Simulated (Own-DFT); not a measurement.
# Energy and forces against displacement in a stack of InAs and GaAs layers, 64 atoms (As32Ga24In8)

Calculated results; nothing here was measured. The program, named Own-DFT, is a retired in-house plane-wave density functional code that no person has reviewed. Each row is one single-point run on a periodic cell that was not relaxed, without spin or spin-orbit coupling.

Settings of every run: PBE; PseudoDojo norm-conserving scalar-relativistic files; cutoff 42 hartree; 3 x 3 x 3 k mesh centred on Gamma; Fermi-Dirac smearing of 0.1 eV.

Known limits: forces on such cells passed a denser k mesh, each cell not checked; stress not checked against mesh or cutoff.

Cell vectors in Å: (11.307, 0.000, 0.000); (0.000, 11.307, 0.000); (0.000, 0.000, 11.307). In each run every atom was moved at random and independently from its ideal site; u is the rms move along one axis. E is the free energy for each atom above the fitted value at u = 0, and F the rms of the force components.

| run | u (Å) | E (meV/atom) | F (eV/Å) | largest force (eV/Å) | P (GPa) |
|---|---|---|---|---|---|
| 1 | 0.0273 | 11.5 | 0.663 | 3.06 | 8.88 |
| 2 | 0.0314 | 21.5 | 0.755 | 3.25 | 9.04 |
| 3 | 0.0332 | ? | ? | ? | ? |
| 4 | 0.0598 | 82.0 | 1.286 | 5.59 | 9.85 |
| 5 | 0.0630 | 68.8 | 1.143 | 5.39 | 9.64 |
| 6 | 0.0925 | 159.2 | 1.691 | 7.45 | 10.78 |
| 7 | 0.1026 | 179.4 | 1.783 | 9.71 | 11.05 |
| 8 | 0.1095 | 233.3 | 2.020 | 9.12 | 12.01 |

## Worked fit

For small independent moves the energy grows as E = (3/2) K u², with K the mean stiffness felt by one atom. The runs with u up to 0.11 Å give K = 12.7 ± 0.9 eV/Å², with residuals divided by u² + 0.0006 Å², since the noise grows with the moves. The scatter is 6.8 meV/atom at u = 0.05 Å. The forces follow F² = F0² + G² u², fitted to F/u, with G = 17.8 eV/Å² and F0 = 0.48 eV/Å. F0 is the force that atoms already bear on their ideal sites. G exceeds K because the moves of its neighbours add to the force on an atom, and stiffness differs between atoms. The pressure follows P = 8.76 + 246 u² GPa: at fixed volume, shortened bonds push harder than stretched ones pull.

## Withheld run

Question: what energy and rms force should run 3 give?

The fit gives 21 ± 4 meV/atom and about 0.76 eV/Å. The calculation gave 21.9 meV/atom and 0.708 eV/Å.
